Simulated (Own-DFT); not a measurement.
# Two functionals across a range of volumes: C11b WSi2, 30 atoms (Si20W10)

The numbers are computed, not measured, by runs of the plane-wave DFT program Own-DFT (in-house, retired, unreviewed) at fixed positions, with no spin and no spin-orbit coupling.

Known weak points: forces on such cells failed a check on a denser k mesh; stress not checked against mesh or cutoff.

Each geometry was run with PBE and with PBEsol, otherwise alike: PseudoDojo norm-conserving scalar-relativistic files made for PBE; cutoff 50 hartree; 5 x 5 x 5 k mesh centred on Gamma; cold (Marzari-Vanderbilt) smearing of 0.2 eV. Unstrained cell vectors in Å: (-2.149, -5.953, 3.409); (-6.444, 2.976, 1.136); (-2.553, -2.948, -6.757). Each has a uniform strain, of which the change of volume is shown, and random moves of rms u per axis.

```
run  volume change (%)   u (Å)  P with PBE (GPa)  P with PBEsol (GPa)
  1               0.28  0.0467              5.78                 1.72
  2               2.17  0.0499              1.77                -2.21
  3               2.08  0.0454              0.99                -3.00
  4               0.56  0.0505              6.57                 2.52
  5               3.06  0.0484             -0.89                -4.86
  6               0.66  0.0497              5.10                 1.03
  7               1.84  0.0482              1.73                -2.27
  8              -1.27  0.0418              8.90                 4.72
  9              -1.53  0.0492             11.09                 6.91
 10               1.21  0.0544              3.59                -0.44
 11              -0.81  0.0489              8.48                    ?
```

Q: by how much does PBEsol shrink this cell, and what belongs in the blank?

## Working it out

Write v for the change of volume as a fraction. Fitted to v and u², the PBE pressure has a slope of -256 ± 13 GPa in v, with the ions held to the strained lattice. The difference PBEsol less PBE is -4.10 + 5.0 v GPa (slope ± 0.4) and averages -4.05 GPa. Divided by the mean slope of the two, 253 GPa, that makes PBEsol's volume at a given pressure, near 2 GPa, about 1.6 % smaller, or 0.53 % in lengths. At one volume PBEsol's slope is the smaller by 5 GPa, but its pressure there is lower too. If stiffness rises by about 4 GPa for each GPa, PBEsol at equal pressure is stiffer by about 11 GPa. Files made for PBEsol would give a different shift.

For run 11 the line gives 4.34 GPa. The run itself gave 4.36 GPa.
